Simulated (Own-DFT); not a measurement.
## Calculated data, GaP (zincblende, atoms displaced), SiC (2H silicon carbide, atoms displaced), GaP (zincblende, strained, atoms displaced)

A calculation, not a measurement: plane-wave PBE density functional theory by an unreviewed code, no spin, of a simulated periodic cell, stress positive in tension, free energy of the whole cell less one offset for each atom, forces on such cells passed a denser k mesh, this cell's mesh not checked; offsets are fitted by least squares, one for each functional and potential file, so energies compare only between cells with the same atoms and settings and are not formation energies; the far tail of each file's local potential was reset to the Coulomb form; each entry is a single point on an unrelaxed cell, so the pressure reflects the starting lattice, mostly measured values (interpolated for alloys), from which strain is counted, and rises with the displacements; printed positions are rounded, which can move forces by about a meV/angstrom; the program, named Own-DFT, is a retired in-house code; no spin-orbit coupling. Program: Own-DFT development build.

Settings shared by all entries: functional PBE; potential files PseudoDojo norm-conserving, scalar-relativistic, standard set; wave cutoff 42 hartree; occupations Fermi-Dirac; smearing width 0.1 eV.

(1) 
```cif
# cell vector a (Å): 10.9010 0.0000 0.0000
# cell vector b (Å): 0.0000 10.9010 0.0000
# cell vector c (Å): 0.0000 0.0000 10.9010
data_GaP
_symmetry_space_group_name_H-M 'P 1'
_symmetry_Int_Tables_number 1
_cell_length_a 10.9010
_cell_length_b 10.9010
_cell_length_c 10.9010
_cell_angle_alpha 90.000
_cell_angle_beta 90.000
_cell_angle_gamma 90.000
_cell_volume 1295.39
loop_
_atom_site_label
_atom_site_type_symbol
_atom_site_fract_x
_atom_site_fract_y
_atom_site_fract_z
_atom_site_occupancy
Ga1 Ga 0.01678 0.00588 0.00351 1
Ga2 Ga 0.99120 0.24735 0.23593 1
Ga3 Ga 0.24912 0.00035 0.25237 1
Ga4 Ga 0.25757 0.26300 0.99281 1
P1 P 0.13242 0.11763 0.13643 1
P2 P 0.12569 0.36911 0.37539 1
P3 P 0.37825 0.11942 0.36769 1
P4 P 0.37098 0.38085 0.11394 1
Ga5 Ga 0.99212 0.01305 0.49376 1
Ga6 Ga 0.99497 0.24103 0.75065 1
Ga7 Ga 0.24079 0.00497 0.75505 1
Ga8 Ga 0.24477 0.25710 0.50034 1
P5 P 0.11181 0.12082 0.62239 1
P6 P 0.13844 0.36365 0.86891 1
P7 P 0.37903 0.13608 0.87268 1
P8 P 0.38873 0.37564 0.60569 1
Ga9 Ga 0.00527 0.48961 0.00407 1
Ga10 Ga 0.01032 0.74356 0.25491 1
Ga11 Ga 0.25279 0.51323 0.26332 1
Ga12 Ga 0.25496 0.75620 0.00741 1
P9 P 0.12331 0.61669 0.11026 1
P10 P 0.12634 0.87713 0.37082 1
P11 P 0.36938 0.60483 0.37203 1
P12 P 0.36865 0.86905 0.13487 1
Ga13 Ga 0.00609 0.51767 0.51780 1
Ga14 Ga 0.01961 0.75376 0.75321 1
Ga15 Ga 0.26229 0.50513 0.74241 1
Ga16 Ga 0.26099 0.75056 0.49874 1
P13 P 0.12569 0.62871 0.62529 1
P14 P 0.12591 0.88450 0.88818 1
P15 P 0.37500 0.62816 0.87937 1
P16 P 0.36523 0.87713 0.62017 1
Ga17 Ga 0.48919 0.00760 0.00343 1
Ga18 Ga 0.50017 0.23969 0.24910 1
Ga19 Ga 0.74725 0.99823 0.25891 1
Ga20 Ga 0.74948 0.24329 0.99052 1
P17 P 0.62099 0.12532 0.12002 1
P18 P 0.61607 0.37726 0.38100 1
P19 P 0.87982 0.13897 0.38128 1
P20 P 0.87519 0.39108 0.12200 1
Ga21 Ga 0.51372 0.99122 0.49025 1
Ga22 Ga 0.50052 0.24220 0.74192 1
Ga23 Ga 0.74520 0.01114 0.75710 1
Ga24 Ga 0.75365 0.26243 0.49808 1
P21 P 0.63651 0.12758 0.63991 1
P22 P 0.61177 0.37917 0.87773 1
P23 P 0.86176 0.13902 0.87792 1
P24 P 0.87120 0.37228 0.62186 1
Ga25 Ga 0.50254 0.49582 0.99833 1
Ga26 Ga 0.49369 0.74601 0.26107 1
Ga27 Ga 0.74431 0.49647 0.24538 1
Ga28 Ga 0.74994 0.76104 0.98163 1
P25 P 0.61777 0.61557 0.11789 1
P26 P 0.62906 0.87804 0.37676 1
P27 P 0.86963 0.61490 0.38046 1
P28 P 0.86782 0.88577 0.12757 1
Ga29 Ga 0.50896 0.49235 0.49770 1
Ga30 Ga 0.49614 0.76515 0.74316 1
Ga31 Ga 0.75039 0.50112 0.74886 1
Ga32 Ga 0.74567 0.74615 0.50286 1
P29 P 0.60997 0.63758 0.62159 1
P30 P 0.61726 0.88257 0.88480 1
P31 P 0.87586 0.62436 0.86662 1
P32 P 0.87733 0.86523 0.62680 1
_calc_k_mesh '3 x 3 x 3 centred on Gamma'
_calc_free_energy_of_cell_above_offsets '-27.821'  # eV
_calc_pressure 4.49  # GPa
_calc_stress_xx -4.77  # GPa
_calc_stress_yy -4.13  # GPa
_calc_stress_zz -4.58  # GPa
_calc_stress_yz -1.51  # GPa
_calc_stress_xz -0.4  # GPa
_calc_stress_xy 0.07  # GPa
```

Force:
```tsv
element	x (eV/Å)	y (eV/Å)	z (eV/Å)
Ga	-2.691	0.759	0.944
Ga	0.732	0.692	0.506
Ga	0.614	-0.818	0.502
Ga	-0.094	-1.806	1.239
P	-0.319	2.142	-1.635
P	-1.013	1.411	-0.514
P	-0.24	0.16	1.571
P	0.527	0.096	2.354
Ga	0.238	-2.418	0.466
Ga	0.031	1.087	-0.075
Ga	0.57	0.316	-0.4
Ga	0.585	-1.211	-0.03
P	1.524	0.594	0.414
P	-2.039	1.514	-1.229
P	-0.985	-1.229	-0.117
P	-1.664	-1.061	2.355
Ga	0.156	0.341	-2.378
Ga	-1.353	-0.147	-0.86
Ga	-3.559	-3.581	-4.08
Ga	-0.641	-1.015	-0.7
P	0.939	1.31	1.959
P	-0.106	-0.167	1.148
P	3.413	3.739	3.333
P	1.031	1.017	-0.054
Ga	-1.711	-2.674	-2.043
Ga	-1.453	0.212	0.411
Ga	-0.046	-0.587	0.14
Ga	-1.23	-0.703	-0.912
P	2.358	1.003	0.924
P	0.921	-1.362	-1.279
P	0.388	0.511	-0.662
P	0.957	1.367	0.52
Ga	-0.154	-0.695	0.29
Ga	-0.421	1.459	-0.608
Ga	0.545	1.433	-0.814
Ga	-2.145	2.968	2.335
P	0.926	-0.156	0.724
P	1.763	-1.645	-2.287
P	-1.578	-0.335	-1.481
P	-0.89	-2.619	0.079
Ga	-1.727	1.911	1.97
Ga	-0.027	1.566	0.23
Ga	1.195	-2.356	0.66
Ga	-1.014	-0.855	0.057
P	-0.982	0.31	-3.269
P	1.729	-1.194	-1.589
P	3.31	-2.755	-1.06
P	1.267	1.358	1.128
Ga	-1.358	0.681	0.147
Ga	0.592	-0.516	-0.759
Ga	-0.423	0.496	0.699
Ga	0.591	-1.142	1.705
P	0.985	1.954	0.858
P	0.364	-2.11	-0.674
P	0.432	0.803	-0.387
P	1.186	-1.101	-0.518
Ga	-0.485	2.479	0.404
Ga	-0.421	-0.366	1.208
Ga	-0.961	-0.125	-0.26
Ga	0.646	0.062	-0.206
P	0.876	-1.289	0.266
P	-0.499	0.522	-1.51
P	0.892	0.31	0.636
P	-0.056	1.456	0.211
```

(2) 
```cif
# cell vector a (Å): 6.1654 0.0000 0.0000
# cell vector b (Å): -3.0827 5.3394 0.0000
# cell vector c (Å): 0.0000 0.0000 10.0681
data_SiC
_symmetry_space_group_name_H-M 'P 1'
_symmetry_Int_Tables_number 1
_cell_length_a 6.1654
_cell_length_b 6.1654
_cell_length_c 10.0681
_cell_angle_alpha 90.000
_cell_angle_beta 90.000
_cell_angle_gamma 120.000
_cell_volume 331.44
loop_
_atom_site_label
_atom_site_type_symbol
_atom_site_fract_x
_atom_site_fract_y
_atom_site_fract_z
_atom_site_occupancy
Si1 Si 0.99876 0.00346 0.98771 1
Si2 Si 0.14172 0.32983 0.25651 1
C1 C 0.96701 0.95754 0.20042 1
C2 C 0.13638 0.34163 0.43207 1
Si3 Si 0.01301 0.01298 0.49724 1
Si4 Si 0.17877 0.34613 0.74926 1
C3 C 0.99831 0.00983 0.67763 1
C4 C 0.15662 0.33198 0.94673 1
Si5 Si 0.98619 0.52437 0.98597 1
Si6 Si 0.17808 0.82146 0.24355 1
C5 C 0.99970 0.51109 0.18111 1
C6 C 0.15527 0.84646 0.44125 1
Si7 Si 0.99348 0.45189 0.50549 1
Si8 Si 0.16544 0.84912 0.74933 1
C7 C 0.99531 0.51562 0.68203 1
C8 C 0.20324 0.86448 0.93740 1
Si9 Si 0.49793 0.01058 0.99074 1
Si10 Si 0.68223 0.34648 0.23769 1
C9 C 0.53735 0.02362 0.19303 1
C10 C 0.67295 0.33637 0.43830 1
Si11 Si 0.48308 0.99674 0.49994 1
Si12 Si 0.67745 0.36028 0.73503 1
C11 C 0.49366 0.99489 0.69847 1
C12 C 0.66116 0.33815 0.94564 1
Si13 Si 0.52339 0.49918 0.99499 1
Si14 Si 0.69204 0.84935 0.25364 1
C13 C 0.51975 0.52356 0.18612 1
C14 C 0.68281 0.88105 0.44395 1
Si15 Si 0.49668 0.50435 0.48902 1
Si16 Si 0.65872 0.86804 0.75702 1
C15 C 0.50305 0.51809 0.67693 1
C16 C 0.64513 0.81140 0.95004 1
_calc_hardware 'one NVIDIA H100'
_calc_k_mesh '5 x 5 x 3 centred on Gamma'
_calc_free_energy_of_cell_above_offsets '5.398'  # eV
_calc_pressure 10.91  # GPa
_calc_stress_xx -18.29  # GPa
_calc_stress_yy -8.17  # GPa
_calc_stress_zz -6.26  # GPa
_calc_stress_yz -1.54  # GPa
_calc_stress_xz 3.98  # GPa
_calc_stress_xy 1.29  # GPa
_calc_wall_time 124.9  # s
```

Force:
```tsv
element	x (eV/Å)	y (eV/Å)	z (eV/Å)
Si	-0.702	-0.654	3.235
Si	2.349	-0.434	-4.039
C	9.133	6.662	-4.811
C	10.51	-3.191	-2.149
Si	-2.266	-0.616	-0.204
Si	-0.8	-0.404	0.382
C	-0.198	0.935	3.137
C	0.297	1.698	-2.133
Si	4.267	-0.9	2.493
Si	-0.923	3.203	2.116
C	1.655	-0.838	-1.039
C	3.13	-2.406	-1.33
Si	-10.23	7.659	2.692
Si	-0.157	-0.092	-0.932
C	2.511	-0.289	1.975
C	-6.498	-3.54	-2.061
Si	5.023	0.627	4.634
Si	-2.095	0.411	2.719
C	-2.507	-2.231	-2.365
C	-1.401	-0.186	-0.31
Si	-0.166	1.116	0.1
Si	-1.784	-1.999	1.419
C	-3.341	3.885	-2.718
C	2.758	-0.696	-4.409
Si	-6.485	-0.041	3.54
Si	-7.7	-3.46	2.735
C	-1.4	-2.441	0.855
C	0.621	-3.989	-1.214
Si	0.59	1.855	0.068
Si	5.192	-3.995	-0.083
C	-0.378	0.18	1.376
C	0.999	4.174	-3.678
```

(3) 
```cif
# cell vector a (Å): 10.8620 0.0000 0.0000
# cell vector b (Å): 0.0000 10.8620 0.0000
# cell vector c (Å): 0.0000 0.0000 10.9439
data_GaP
_symmetry_space_group_name_H-M 'P 1'
_symmetry_Int_Tables_number 1
_cell_length_a 10.8620
_cell_length_b 10.8620
_cell_length_c 10.9439
_cell_angle_alpha 90.000
_cell_angle_beta 90.000
_cell_angle_gamma 90.000
_cell_volume 1291.19
loop_
_atom_site_label
_atom_site_type_symbol
_atom_site_fract_x
_atom_site_fract_y
_atom_site_fract_z
_atom_site_occupancy
Ga1 Ga 0.99587 0.00139 0.00005 1
Ga2 Ga 0.00418 0.25378 0.24584 1
Ga3 Ga 0.25160 0.99982 0.24808 1
Ga4 Ga 0.24877 0.25043 0.00070 1
P1 P 0.12541 0.12884 0.12672 1
P2 P 0.12153 0.37403 0.37576 1
P3 P 0.37055 0.12833 0.37381 1
P4 P 0.37593 0.37045 0.12630 1
Ga5 Ga 0.00166 0.99819 0.49900 1
Ga6 Ga 0.99677 0.25292 0.75140 1
Ga7 Ga 0.24986 0.00395 0.74724 1
Ga8 Ga 0.24784 0.25174 0.50320 1
P5 P 0.12866 0.12722 0.62354 1
P6 P 0.12822 0.37889 0.87549 1
P7 P 0.37685 0.12028 0.87304 1
P8 P 0.37635 0.37598 0.61989 1
Ga9 Ga 0.99977 0.50060 0.00531 1
Ga10 Ga 0.00192 0.74875 0.25423 1
Ga11 Ga 0.25285 0.50149 0.24829 1
Ga12 Ga 0.24810 0.74844 0.00051 1
P9 P 0.12273 0.62561 0.12568 1
P10 P 0.12794 0.87391 0.37795 1
P11 P 0.37661 0.62468 0.38042 1
P12 P 0.38169 0.87369 0.12623 1
Ga13 Ga 0.99824 0.49787 0.49512 1
Ga14 Ga 0.00430 0.75261 0.75003 1
Ga15 Ga 0.25192 0.49828 0.75298 1
Ga16 Ga 0.25176 0.74688 0.49652 1
P13 P 0.12464 0.62523 0.62078 1
P14 P 0.12750 0.87407 0.88256 1
P15 P 0.37344 0.62138 0.87094 1
P16 P 0.37291 0.87173 0.62898 1
Ga17 Ga 0.49873 0.00109 0.00151 1
Ga18 Ga 0.50124 0.25216 0.25015 1
Ga19 Ga 0.75110 0.99648 0.25089 1
Ga20 Ga 0.75354 0.24779 0.00381 1
P17 P 0.62170 0.12900 0.12326 1
P18 P 0.62303 0.37786 0.37813 1
P19 P 0.87396 0.12543 0.37255 1
P20 P 0.87647 0.37521 0.12945 1
Ga21 Ga 0.49876 0.00433 0.49847 1
Ga22 Ga 0.50093 0.24869 0.74950 1
Ga23 Ga 0.74535 0.99842 0.75040 1
Ga24 Ga 0.75141 0.25375 0.49951 1
P21 P 0.62854 0.12751 0.62214 1
P22 P 0.62082 0.37679 0.88064 1
P23 P 0.87927 0.12476 0.88341 1
P24 P 0.87233 0.37665 0.62948 1
Ga25 Ga 0.49867 0.49095 0.99917 1
Ga26 Ga 0.50126 0.75541 0.24834 1
Ga27 Ga 0.75226 0.50091 0.25289 1
Ga28 Ga 0.75003 0.74872 0.00069 1
P25 P 0.62140 0.62152 0.12448 1
P26 P 0.62240 0.87272 0.37014 1
P27 P 0.87370 0.62504 0.37562 1
P28 P 0.87581 0.87476 0.12468 1
Ga29 Ga 0.50231 0.49809 0.49648 1
Ga30 Ga 0.49818 0.74866 0.75243 1
Ga31 Ga 0.74867 0.50080 0.75001 1
Ga32 Ga 0.75177 0.75220 0.49855 1
P29 P 0.62614 0.62667 0.61918 1
P30 P 0.62539 0.87286 0.87923 1
P31 P 0.87544 0.62228 0.87479 1
P32 P 0.87828 0.87837 0.62169 1
_calc_hardware 'one NVIDIA H100'
_calc_k_mesh '3 x 3 x 3 centred on Gamma'
_calc_free_energy_of_cell_above_offsets '-35.023'  # eV
_calc_pressure 3.15  # GPa
_calc_stress_xx -3.36  # GPa
_calc_stress_yy -3.35  # GPa
_calc_stress_zz -2.75  # GPa
_calc_stress_yz -0.03  # GPa
_calc_stress_xz -0.03  # GPa
_calc_stress_xy 0.22  # GPa
_calc_wall_time 504.4  # s
```

Force:
```tsv
element	x (eV/Å)	y (eV/Å)	z (eV/Å)
Ga	0.932	-0.405	0.67
Ga	-0.421	-0.454	0.647
Ga	-0.094	-0.086	0.052
Ga	0.287	-0.247	-0.372
P	0.018	-0.732	-0.399
P	0.668	0.189	-0.218
P	0.353	-0.043	0.095
P	-0.343	0.403	-0.037
Ga	0.081	0.659	-0.176
Ga	0.526	-0.262	0.146
Ga	-0.11	-0.652	0.389
Ga	0.19	0.178	-0.522
P	-0.965	-0.1	0.349
P	-0.57	-0.422	0.251
P	-0.281	0.648	0.218
P	0.027	-0.072	0.721
Ga	-0.082	-0.117	-0.519
Ga	-0.152	0.28	-0.194
Ga	-0.17	-0.1	0.343
Ga	0.67	-0.202	0.211
P	0.409	0.008	0.267
P	-0.002	0.159	-0.522
P	0.215	0.048	-1.159
P	-1.133	0.204	-0.441
Ga	-0.067	0.218	0.705
Ga	-0.192	-0.232	0.043
Ga	-0.24	0.142	-1.077
Ga	-0.079	0.247	0.693
P	0.031	-0.341	0.366
P	-0.3	0.677	-0.85
P	0.313	0.221	0.954
P	0.215	0.418	-0.606
Ga	0.3	-0.06	-0.178
Ga	-0.029	-0.218	0.368
Ga	-0.326	0.435	-0.332
Ga	-0.336	0.495	-0.102
P	0.481	-0.564	0.453
P	0.604	-0.486	-0.686
P	0.39	0.165	0.072
P	-0.277	0.133	-0.352
Ga	-0.156	-0.449	0.124
Ga	-0.043	0.179	-0.051
Ga	0.559	0.173	0.117
Ga	0.151	-0.18	-0.071
P	-0.274	-0.176	0.236
P	1.102	-0.849	-0.979
P	-0.831	0.23	-1.385
P	0.243	-0.043	-0.548
Ga	-0.567	1.086	0.442
Ga	-0.093	-1.301	0.218
Ga	-0.504	0.021	-0.257
Ga	0.106	-0.36	0.139
P	0.211	0.09	0.049
P	0.418	0.6	0.888
P	0.149	0.144	-0.012
P	0.032	-0.275	0.265
Ga	-0.245	0.475	0.598
Ga	0.397	-0.042	-0.244
Ga	-0.469	0.179	0.219
Ga	-0.126	0.159	-0.027
P	-0.146	-0.044	0.65
P	-0.225	0.143	-0.314
P	0.157	0.388	0.002
P	-0.389	-0.275	0.669
```
